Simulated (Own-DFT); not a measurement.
# Point defects and the pressure they add: zincblende GaAs

Everything here is calculated. The program is Own-DFT (plane waves, in-house, since retired, never reviewed by a person); positions were held fixed, and spin and spin-orbit coupling were off.

Common settings: PBE; PseudoDojo norm-conserving scalar-relativistic files; cutoff 42 hartree; 3 x 3 x 3 k mesh centred on Gamma; Fermi-Dirac smearing of 0.1 eV.

Limits (not all hold for every row): not probed for a lower state with spin; forces not confirmed at this smearing and k mesh; stress not checked against mesh or cutoff.

All runs share one cell, with vectors in Å (11.737, 0.000, 0.000); (0.000, 11.737, 0.000); (0.000, 0.000, 10.919) and a volume of 1504.3 Å³, strained against the parent crystal. u is the rms random offset of the atoms per axis. The defect's site can differ from row to row.

```
cell,formula,u (Å),P (GPa)
no defect,As32Ga32,0.0298,0.77
no defect,As32Ga32,0.0305,0.73
no defect,As32Ga32,0.0537,1.16
one In on a Ga site,As32Ga31In,0.0295,1.40
one In on a Ga site,As32Ga31In,0.0450,1.55
one In on a Ga site,As32Ga31In,0.0456,1.56
one As vacancy and one Ga vacancy,As31Ga31,0.0295,0.45
one As vacancy and one Ga vacancy,As31Ga31,0.0525,0.81
one As vacancy and one Ga vacancy,As31Ga31,0.0535,0.70
one Al on a Ga site,AlAs32Ga31,0.0295,0.73
one Al on a Ga site,AlAs32Ga31,0.0324,0.75
one Al on a Ga site,AlAs32Ga31,0.0516,?
one Al on a Ga site,AlAs32Ga31,0.0533,1.11
one P on an As site,As31Ga32P,0.0277,0.49
one P on an As site,As31Ga32P,0.0469,0.75
one P on an As site,As31Ga32P,0.0491,0.88
```

## What the rows give

P = P0 + c u² + a shift for each defect gives P0 = 0.60 GPa, c = 185 ± 16 GPa/Å² and a scatter of 0.05 GPa. The shifts, and each times the cell's volume:

- one In on a Ga site: 0.60 ± 0.04 GPa, 5.6 eV
- one Al on a Ga site: -0.03 ± 0.04 GPa, -0.3 eV (not resolved)
- one P on an As site: -0.22 ± 0.04 GPa, -2.1 eV
- one As vacancy and one Ga vacancy: -0.34 ± 0.04 GPa, -3.2 eV

Against the defect-free cell, a freed cell would be larger where the shift is positive and smaller where it is negative (160.2 GPa Å³ is 1 eV). The atoms around the defects weren't relaxed, which would change these numbers.

## Prediction

Question: what pressure belongs in the blank (one Al on a Ga site, u = 0.0516 Å)?

The fitted form gives 1.06 ± 0.06 GPa. The hidden result is 1.07 GPa.
